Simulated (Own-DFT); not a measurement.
Simulation results for AlGa$_{3}$N$_{4}$ (wurtzite random alloy, strained, atoms displaced)

A calculation, not a measurement: plane-wave PBE density functional theory by an unreviewed code, no spin, of a simulated periodic cell, stress positive in tension, free energy of the whole cell less one offset for each atom, forces on such cells passed a denser k mesh, this cell's mesh not checked; offsets are fitted by least squares, one for each functional and potential file, so energies compare only between cells with the same atoms and settings and are not formation energies; the far tail of each file's local potential was reset to the Coulomb form; each entry is a single point on an unrelaxed cell, so the pressure reflects the starting lattice, mostly measured values, from which strain is counted, and rises with the displacements; printed positions are rounded, which can move forces by about a meV/angstrom; the program is a retired in-house code; no spin-orbit coupling. Program: Own-DFT development build.

Common to all runs: functional PBE; potential files PseudoDojo norm-conserving, scalar-relativistic, standard set with the stringent files for Ga; wave cutoff 96 hartree; occupations Gaussian; smearing width 0.01 eV; k mesh 4 x 4 x 3 centred on Gamma.

(1) 
```cif
# cell vector a (Å): 9.3904 0.0000 0.0000
# cell vector b (Å): -4.6952 8.1323 0.0000
# cell vector c (Å): 0.0000 0.0000 10.2685
data_AlGa3N4
_symmetry_space_group_name_H-M 'P 1'
_symmetry_Int_Tables_number 1
_cell_length_a 9.3904
_cell_length_b 9.3904
_cell_length_c 10.2685
_cell_angle_alpha 90.000
_cell_angle_beta 90.000
_cell_angle_gamma 120.000
_cell_volume 784.16
loop_
_atom_site_label
_atom_site_type_symbol
_atom_site_fract_x
_atom_site_fract_y
_atom_site_fract_z
_atom_site_occupancy
Ga1 Ga 0.11962 0.21726 0.99654 1
Al1 Al 0.21661 0.10348 0.25373 1
N1 N 0.10843 0.22606 0.19265 1
N2 N 0.21675 0.10003 0.43642 1
Ga2 Ga 0.11677 0.21879 0.50268 1
Ga3 Ga 0.22902 0.11127 0.75931 1
N3 N 0.10911 0.21997 0.68676 1
N4 N 0.22761 0.10567 0.93329 1
Al2 Al 0.10453 0.55283 0.99243 1
Ga4 Ga 0.21516 0.44327 0.24508 1
N5 N 0.12432 0.55621 0.19417 1
N6 N 0.22375 0.44390 0.43305 1
Ga5 Ga 0.10501 0.54917 0.50636 1
Ga6 Ga 0.22661 0.43818 0.74957 1
N7 N 0.11264 0.54943 0.68579 1
N8 N 0.23155 0.43841 0.94076 1
Ga7 Ga 0.11731 0.89297 0.00027 1
Ga8 Ga 0.22204 0.77197 0.25741 1
N9 N 0.11246 0.89647 0.18216 1
N10 N 0.22407 0.78770 0.43808 1
Ga9 Ga 0.11781 0.88794 0.50492 1
Ga10 Ga 0.22386 0.78567 0.75026 1
N11 N 0.11758 0.90072 0.69226 1
N12 N 0.21609 0.77273 0.93526 1
Al3 Al 0.44835 0.22934 0.00159 1
Ga11 Ga 0.55394 0.10270 0.25794 1
N13 N 0.44496 0.21938 0.18664 1
N14 N 0.57203 0.12171 0.43948 1
Ga12 Ga 0.44780 0.22821 0.50468 1
Ga13 Ga 0.55253 0.09648 0.75562 1
N15 N 0.45588 0.22590 0.68573 1
N16 N 0.54634 0.10838 0.93817 1
Ga14 Ga 0.44989 0.55635 0.00370 1
Ga15 Ga 0.55089 0.43684 0.25618 1
N17 N 0.43894 0.54702 0.19114 1
N18 N 0.56759 0.45430 0.45477 1
Al4 Al 0.44688 0.55514 0.49410 1
Ga16 Ga 0.54727 0.43894 0.74461 1
N19 N 0.44332 0.56196 0.68802 1
N20 N 0.55725 0.44475 0.93470 1
Al5 Al 0.45280 0.88849 0.99957 1
Ga17 Ga 0.54775 0.76945 0.24882 1
N21 N 0.45061 0.89571 0.18390 1
N22 N 0.54392 0.77792 0.43679 1
Ga18 Ga 0.44784 0.89238 0.49549 1
Al6 Al 0.55644 0.77668 0.74630 1
N23 N 0.44431 0.90186 0.69429 1
N24 N 0.55167 0.77415 0.94790 1
Ga19 Ga 0.77228 0.21686 0.00439 1
Ga20 Ga 0.90430 0.12266 0.25782 1
N25 N 0.77638 0.22361 0.18750 1
N26 N 0.90245 0.12979 0.44143 1
Ga21 Ga 0.77274 0.21827 0.49777 1
Ga22 Ga 0.88724 0.12014 0.74821 1
N27 N 0.77664 0.22363 0.68766 1
N28 N 0.89082 0.12153 0.94062 1
Ga23 Ga 0.77451 0.55417 0.00271 1
Ga24 Ga 0.88287 0.43828 0.25232 1
N29 N 0.77231 0.55653 0.18557 1
N30 N 0.88593 0.44984 0.43951 1
Al7 Al 0.76846 0.53979 0.50820 1
Al8 Al 0.88808 0.43810 0.74389 1
N31 N 0.77789 0.55610 0.68332 1
N32 N 0.89438 0.44559 0.94094 1
Ga25 Ga 0.76737 0.87947 0.99959 1
Ga26 Ga 0.88361 0.77353 0.24837 1
N33 N 0.77693 0.89377 0.18420 1
N34 N 0.88004 0.77368 0.44509 1
Ga27 Ga 0.78826 0.89145 0.49701 1
Al9 Al 0.88945 0.77128 0.74996 1
N35 N 0.77165 0.87780 0.69070 1
N36 N 0.89506 0.78603 0.93197 1
_calc_free_energy_of_cell_above_offsets '-7.674'  # eV
_calc_pressure 12.78  # GPa
_calc_stress_xx -13.28  # GPa
_calc_stress_yy -14.11  # GPa
_calc_stress_zz -10.96  # GPa
_calc_stress_yz -2.15  # GPa
_calc_stress_xz 0.19  # GPa
_calc_stress_xy 0.11  # GPa
```

Force:
```tsv
element	x (eV/Å)	y (eV/Å)	z (eV/Å)
Ga	-1.57	-0.052	0.96
Al	0.127	1.287	-0.763
N	3.183	-1.124	-1.394
N	0.885	1.665	-0.533
Ga	0.182	1.136	-0.194
Ga	-0.427	1.103	-2.699
N	0.923	-0.375	0.633
N	0.651	1.684	2.478
Al	2.148	0.299	1.218
Ga	2.517	-0.927	1.529
N	-4.287	1.075	-2.729
N	0.756	0.35	1.233
Ga	0.919	0.534	-1.697
Ga	-0.758	0.526	0.571
N	-1.074	0.501	1.645
N	-1.941	0.973	-0.32
Ga	-0.362	-1.247	-0.255
Ga	-0.383	1.215	-1.819
N	0.316	-0.974	1.666
N	1.263	-1.646	0.672
Ga	-2.25	-0.3	0.455
Ga	-0.019	-1.455	0.086
N	-0.929	-2.097	-0.488
N	1.796	-0.067	1.028
Al	0.251	-0.841	-0.102
Ga	-0.052	1.351	-1.402
N	-1.023	-0.542	0.377
N	-3.734	-1.939	-0.398
Ga	-0.064	-1.173	-0.898
Ga	-0.077	5.009	0.667
N	-0.871	-1.36	0.842
N	0.333	-0.156	1.2
Ga	-0.249	-0.814	0.067
Ga	0.086	0.42	0.098
N	0.746	0.281	0.059
N	-2.548	-1.357	-2.34
Al	-1.301	0.638	0.876
Ga	0.76	1.64	0.697
N	0.634	0.005	-1.27
N	-0.099	-0.781	0.24
Al	-2.285	0.092	0.273
Ga	0.537	1.066	-0.159
N	-0.543	-1.635	-0.205
N	2.392	-0.921	0.126
Ga	-0.922	0.632	1.434
Al	-0.704	0.338	0.74
N	1.784	-5.082	-2.341
N	-0.76	0.28	-2.691
Ga	-0.237	0.82	-0.48
Ga	-2.448	-1.802	-1.006
N	0.292	-0.61	1.044
N	-0.45	-2.159	0.111
Ga	2.586	2.158	1.544
Ga	1.186	-1.787	0.864
N	-0.653	0.247	-0.212
N	0.929	-1.548	-0.699
Ga	0.932	0.719	-1.332
Ga	0.423	1.337	-0.419
N	0.536	-0.753	0.925
N	0.104	-0.459	0.09
Al	1.717	3.222	-0.514
Al	-0.479	1.18	1.197
N	1.204	-0.328	1.654
N	-1.112	-0.535	-1.473
Ga	1.775	2.111	-0.229
Ga	0.043	1.16	0.595
N	0.14	-0.259	1.445
N	2.43	-1.549	-1.108
Ga	-2.438	0.783	0.964
Al	-0.384	0.898	-0.38
N	0.221	0.997	0.006
N	-0.272	-1.08	0.245
```

(2) 
```cif
# cell vector a (Å): 9.3904 0.0000 0.0000
# cell vector b (Å): -4.6952 8.1323 0.0000
# cell vector c (Å): 0.0000 0.0000 10.2685
data_AlGa3N4
_symmetry_space_group_name_H-M 'P 1'
_symmetry_Int_Tables_number 1
_cell_length_a 9.3904
_cell_length_b 9.3904
_cell_length_c 10.2685
_cell_angle_alpha 90.000
_cell_angle_beta 90.000
_cell_angle_gamma 120.000
_cell_volume 784.16
loop_
_atom_site_label
_atom_site_type_symbol
_atom_site_fract_x
_atom_site_fract_y
_atom_site_fract_z
_atom_site_occupancy
Ga1 Ga 0.10287 0.22100 0.99817 1
Al1 Al 0.23044 0.12086 0.24880 1
N1 N 0.12282 0.23495 0.19759 1
N2 N 0.22224 0.11030 0.44159 1
Ga2 Ga 0.10285 0.21873 0.48595 1
Ga3 Ga 0.22149 0.12187 0.74788 1
N3 N 0.11518 0.22792 0.68865 1
N4 N 0.21950 0.10890 0.94170 1
Ga4 Ga 0.10722 0.55273 0.99127 1
Al2 Al 0.22676 0.44938 0.25719 1
N5 N 0.10802 0.54259 0.18784 1
N6 N 0.21122 0.44354 0.43532 1
Ga5 Ga 0.10501 0.55041 0.49867 1
Ga6 Ga 0.21925 0.43688 0.75171 1
N7 N 0.11472 0.55117 0.69159 1
N8 N 0.22244 0.44756 0.93945 1
Ga7 Ga 0.10355 0.88386 0.99482 1
Ga8 Ga 0.22286 0.78081 0.24707 1
N9 N 0.10685 0.88742 0.17713 1
N10 N 0.21712 0.77759 0.43789 1
Ga9 Ga 0.11820 0.89083 0.49697 1
Al3 Al 0.22670 0.78042 0.75144 1
N11 N 0.11158 0.87524 0.69449 1
N12 N 0.22098 0.77609 0.93902 1
Ga10 Ga 0.44165 0.21423 0.99897 1
Ga11 Ga 0.55639 0.10970 0.24483 1
N13 N 0.45275 0.23014 0.19123 1
N14 N 0.56061 0.10953 0.44462 1
Al4 Al 0.45187 0.23177 0.50383 1
Ga12 Ga 0.55710 0.11735 0.73171 1
N15 N 0.44366 0.21900 0.68214 1
N16 N 0.55768 0.12014 0.94622 1
Ga13 Ga 0.44620 0.55166 0.99701 1
Ga14 Ga 0.55886 0.44440 0.25628 1
N17 N 0.44917 0.56560 0.18752 1
N18 N 0.55368 0.44638 0.44284 1
Ga15 Ga 0.43921 0.54768 0.49420 1
Ga16 Ga 0.55338 0.44732 0.75246 1
N19 N 0.44170 0.55818 0.68988 1
N20 N 0.55587 0.45083 0.93192 1
Al5 Al 0.43979 0.89329 0.00782 1
Al6 Al 0.54470 0.76137 0.24368 1
N21 N 0.45238 0.88349 0.18117 1
N22 N 0.54751 0.76681 0.43424 1
Ga17 Ga 0.44526 0.88166 0.50753 1
Al7 Al 0.55743 0.78780 0.75265 1
N23 N 0.45930 0.90230 0.69266 1
N24 N 0.55344 0.78193 0.92906 1
Ga18 Ga 0.78762 0.22567 0.99995 1
Ga19 Ga 0.89425 0.11136 0.24999 1
N25 N 0.78230 0.21729 0.18689 1
N26 N 0.88736 0.12470 0.43586 1
Al8 Al 0.77464 0.22203 0.50451 1
Ga20 Ga 0.88889 0.10624 0.75412 1
N27 N 0.77795 0.22215 0.68396 1
N28 N 0.88467 0.10372 0.93733 1
Ga21 Ga 0.78596 0.55082 0.00519 1
Al9 Al 0.89431 0.44861 0.24174 1
N29 N 0.79164 0.55721 0.19006 1
N30 N 0.88446 0.44172 0.43932 1
Ga22 Ga 0.78847 0.55898 0.49402 1
Ga23 Ga 0.88621 0.44605 0.74828 1
N31 N 0.77856 0.55492 0.69456 1
N32 N 0.89605 0.43504 0.93678 1
Ga24 Ga 0.77483 0.88501 0.00309 1
Ga25 Ga 0.89063 0.77618 0.24605 1
N33 N 0.77760 0.88179 0.18222 1
N34 N 0.88614 0.77402 0.43605 1
Ga26 Ga 0.77228 0.89360 0.50236 1
Ga27 Ga 0.88668 0.78125 0.74919 1
N35 N 0.77736 0.88253 0.69049 1
N36 N 0.88400 0.76670 0.93518 1
_calc_free_energy_of_cell_above_offsets '-8.748'  # eV
_calc_pressure 12.38  # GPa
_calc_stress_xx -14.33  # GPa
_calc_stress_yy -13.47  # GPa
_calc_stress_zz -9.33  # GPa
_calc_stress_yz -0.11  # GPa
_calc_stress_xz -0.42  # GPa
_calc_stress_xy 2.34  # GPa
```

Force:
```tsv
element	x (eV/Å)	y (eV/Å)	z (eV/Å)
Ga	1.36	0.64	1.057
Al	-0.141	-1.13	0.059
N	0.456	-1.047	-0.77
N	0.953	1.262	-1.407
Ga	1.15	0.477	1.874
Ga	1.551	-2.147	0.475
N	-1.249	-1.735	-1.482
N	-0.545	0.478	-0.734
Ga	1.496	1.079	1.676
Al	-0.252	0.267	-1.636
N	0.093	1.36	0.015
N	1.686	-0.012	-0.274
Ga	-0.367	0.846	1.033
Ga	0.2	1.898	0.253
N	-0.846	1.565	-0.369
N	0.595	-1.064	-0.079
Ga	0.391	0.145	-0.59
Ga	0.2	-0.81	-0.285
N	1.048	1.764	2.065
N	1.754	-0.505	-0.481
Ga	-1.58	-0.281	1.446
Al	0.866	-0.865	0.345
N	-0.687	1.935	-0.994
N	0.821	0.838	-0.618
Ga	-1.124	2.022	0.243
Ga	0.901	-0.205	1.141
N	-0.995	-1.226	-0.142
N	-1.285	0.473	-0.508
Al	-0.118	-1.557	-1.151
Ga	0.39	0.738	3.004
N	-1.332	1.316	0.158
N	1.583	-2.018	-1.362
Ga	-1.042	1.283	0.142
Ga	0.076	1.126	-0.69
N	0.039	-4.065	-0.248
N	1.337	-0.981	-0.519
Ga	-1.109	0.561	1.965
Ga	0.281	0.115	-1.343
N	0.205	0.985	-0.554
N	1.547	-1.415	1.988
Al	0.961	-0.186	-2.912
Al	1.03	4.459	1.555
N	-0.958	0.099	1.596
N	0.213	1.079	-0.862
Ga	-0.687	0.359	-1.257
Al	0.632	-1.569	-0.565
N	-1.186	-3.165	-0.209
N	-0.625	0.213	1.781
Ga	-1.337	-1.741	0.403
Ga	-0.167	-0.561	-0.38
N	-0.641	1.514	0.326
N	-0.561	-1.998	0.469
Al	0.101	0.736	-1.06
Ga	-0.325	0.612	-1.131
N	1.05	0.177	0.224
N	0.24	0.189	0.231
Ga	-1.086	-0.451	-1.335
Al	0.868	-1.856	1.66
N	-1.391	-1.039	0.013
N	0.639	-1.26	-1.57
Ga	-1.575	-0.177	1.893
Ga	1.101	-0.205	0.067
N	-0.727	0.183	-1.58
N	-2.076	0.877	-0.671
Ga	-0.191	-0.928	-1.411
Ga	-0.151	0.642	0.753
N	-1.194	0.257	2.036
N	-0.244	1.817	-0.034
Ga	0.77	-0.616	-0.84
Ga	1.734	-1.389	0.316
N	-1.952	1.117	-0.673
N	-0.572	0.703	0.462
```

(3) 
```cif
# cell vector a (Å): 9.3904 0.0000 0.0000
# cell vector b (Å): -4.6952 8.1323 0.0000
# cell vector c (Å): 0.0000 0.0000 10.2685
data_AlGa3N4
_symmetry_space_group_name_H-M 'P 1'
_symmetry_Int_Tables_number 1
_cell_length_a 9.3904
_cell_length_b 9.3904
_cell_length_c 10.2685
_cell_angle_alpha 90.000
_cell_angle_beta 90.000
_cell_angle_gamma 120.000
_cell_volume 784.16
loop_
_atom_site_label
_atom_site_type_symbol
_atom_site_fract_x
_atom_site_fract_y
_atom_site_fract_z
_atom_site_occupancy
Ga1 Ga 0.11723 0.21908 0.00006 1
Ga2 Ga 0.22108 0.10863 0.24367 1
N1 N 0.11158 0.21785 0.18695 1
N2 N 0.22641 0.11287 0.44708 1
Al1 Al 0.11037 0.22708 0.50608 1
Ga3 Ga 0.21832 0.11678 0.75986 1
N3 N 0.10586 0.22011 0.68971 1
N4 N 0.21872 0.09840 0.93724 1
Ga4 Ga 0.11622 0.55886 0.99566 1
Ga5 Ga 0.21727 0.44672 0.25541 1
N5 N 0.11560 0.55834 0.18829 1
N6 N 0.21472 0.44954 0.43905 1
Ga6 Ga 0.11007 0.55878 0.50618 1
Ga7 Ga 0.22482 0.44054 0.75037 1
N7 N 0.11025 0.55664 0.68471 1
N8 N 0.20650 0.43459 0.94172 1
Al2 Al 0.10573 0.88211 0.00504 1
Al3 Al 0.21567 0.77411 0.24953 1
N9 N 0.10463 0.87904 0.19622 1
N10 N 0.22111 0.77748 0.44240 1
Ga8 Ga 0.10948 0.89094 0.50057 1
Al4 Al 0.22574 0.76988 0.74280 1
N11 N 0.10956 0.89167 0.68961 1
N12 N 0.21674 0.77656 0.94097 1
Ga9 Ga 0.44724 0.22192 0.00282 1
Ga10 Ga 0.55566 0.11029 0.25031 1
N13 N 0.43328 0.21929 0.19014 1
N14 N 0.53950 0.10944 0.44740 1
Ga11 Ga 0.45001 0.22546 0.49650 1
Al5 Al 0.56240 0.11533 0.74823 1
N15 N 0.43975 0.22353 0.69292 1
N16 N 0.55465 0.11325 0.93555 1
Ga12 Ga 0.45883 0.56130 0.00089 1
Ga13 Ga 0.55768 0.45544 0.25135 1
N17 N 0.44826 0.55822 0.18924 1
N18 N 0.55323 0.43702 0.43243 1
Al6 Al 0.43789 0.55287 0.50030 1
Ga14 Ga 0.54856 0.43551 0.75355 1
N19 N 0.44220 0.54940 0.68461 1
N20 N 0.56843 0.45507 0.94332 1
Ga15 Ga 0.44628 0.89941 0.99647 1
Ga16 Ga 0.56439 0.77433 0.25167 1
N21 N 0.43025 0.88117 0.19464 1
N22 N 0.54985 0.78458 0.43366 1
Ga17 Ga 0.44769 0.89949 0.49616 1
Ga18 Ga 0.54954 0.77391 0.75008 1
N23 N 0.43260 0.88169 0.68609 1
N24 N 0.55871 0.77813 0.94141 1
Ga19 Ga 0.77200 0.21790 0.99652 1
Al7 Al 0.89363 0.11444 0.24608 1
N25 N 0.77888 0.22357 0.19321 1
N26 N 0.88775 0.12262 0.43241 1
Ga20 Ga 0.76907 0.21208 0.49855 1
Al8 Al 0.89120 0.11544 0.74463 1
N27 N 0.78181 0.22145 0.69610 1
N28 N 0.88764 0.11446 0.93911 1
Ga21 Ga 0.78793 0.56924 0.00638 1
Ga22 Ga 0.88219 0.43854 0.24847 1
N29 N 0.77802 0.55588 0.19425 1
N30 N 0.89694 0.44144 0.43543 1
Ga23 Ga 0.78111 0.55902 0.49386 1
Ga24 Ga 0.89001 0.43354 0.74380 1
N31 N 0.76971 0.56610 0.68915 1
N32 N 0.88881 0.44684 0.94662 1
Ga25 Ga 0.78096 0.89400 0.99778 1
Ga26 Ga 0.88015 0.76944 0.24459 1
N33 N 0.78108 0.89079 0.18408 1
N34 N 0.88973 0.78004 0.44196 1
Ga27 Ga 0.77842 0.88209 0.50139 1
Al9 Al 0.89153 0.78681 0.75077 1
N35 N 0.77379 0.88414 0.69155 1
N36 N 0.89028 0.78459 0.93885 1
_calc_free_energy_of_cell_above_offsets '-8.381'  # eV
_calc_pressure 12.35  # GPa
_calc_stress_xx -13.95  # GPa
_calc_stress_yy -15.15  # GPa
_calc_stress_zz -7.94  # GPa
_calc_stress_yz 0.3  # GPa
_calc_stress_xz 0.95  # GPa
_calc_stress_xy 0.6  # GPa
```

Force:
```tsv
element	x (eV/Å)	y (eV/Å)	z (eV/Å)
Ga	-1.013	-0.375	0.298
Ga	-0.811	-0.954	2.313
N	-1.116	0.536	0.438
N	-2.075	0.899	-1.187
Al	0.419	-0.498	-1.43
Ga	1.068	-1.509	-2.152
N	-0.492	0.074	-0.737
N	0.148	0.458	2.064
Ga	-0.829	-0.433	1.38
Ga	0.811	-0.37	-0.919
N	-1.148	0.09	-0.086
N	2.399	-1.206	1.148
Ga	-0.112	0.441	-1.507
Ga	-0.96	0.524	0.6
N	0.651	-0.355	1.847
N	2.823	1.009	-1.213
Al	0.329	0.16	-0.2
Al	0.388	-0.402	1.211
N	0.198	0.433	-1.819
N	-0.336	0.255	-1.392
Ga	0.8	0.226	0.573
Al	-2.913	1.087	1.437
N	0.454	-0.842	0.803
N	0.247	1.006	-1.643
Ga	-0.765	0.72	-0.057
Ga	-0.864	-0.562	0.19
N	2.422	1.21	-0.499
N	3.574	0.832	-2.083
Ga	-2.959	0.594	2.031
Al	-1.726	-0.963	-0.021
N	1.546	-1.373	-0.291
N	0.098	0.32	-1.238
Ga	-2.118	-0.762	0.396
Ga	0.25	-2.164	-0.412
N	-1.101	-0.351	-0.309
N	-1.041	2.398	1.158
Al	0.348	0.361	-0.703
Ga	0.906	1.794	0.128
N	-0.379	0.454	-0.381
N	-0.361	-1.704	-0.388
Ga	-0.038	-2.232	1.323
Ga	-2.002	1.171	-0.603
N	1.369	0.942	-0.867
N	1.754	-1.63	1.486
Ga	-0.754	-2.77	0.797
Ga	0.238	0.048	0.049
N	1.648	2.016	0.605
N	-1.141	0.655	-0.754
Ga	0.665	1.37	1.009
Al	-0.26	-0.365	0.333
N	0.26	-1.682	-0.969
N	2.327	-1.618	0.218
Ga	-0.56	1.515	0.239
Al	0.157	-1.658	1.499
N	-0.92	-2.096	-1.494
N	0.728	-0.123	-1.526
Ga	0.412	-1.085	-0.802
Ga	1.465	1.289	0.341
N	-0.17	-0.999	-0.871
N	-2.033	-0.289	0.715
Ga	0.122	-1.051	1.335
Ga	-1.899	3.435	1.798
N	1.806	-0.661	-0.201
N	-0.126	-0.275	-1.283
Ga	-0.236	0.17	-0.024
Ga	0.481	2.026	1.724
N	-0.161	1.016	0.755
N	-0.032	-0.318	-1.702
Ga	-1.543	1.242	0.009
Al	0.657	-1.185	0.05
N	-0.027	1.755	-0.016
N	1.054	0.331	-0.521
```
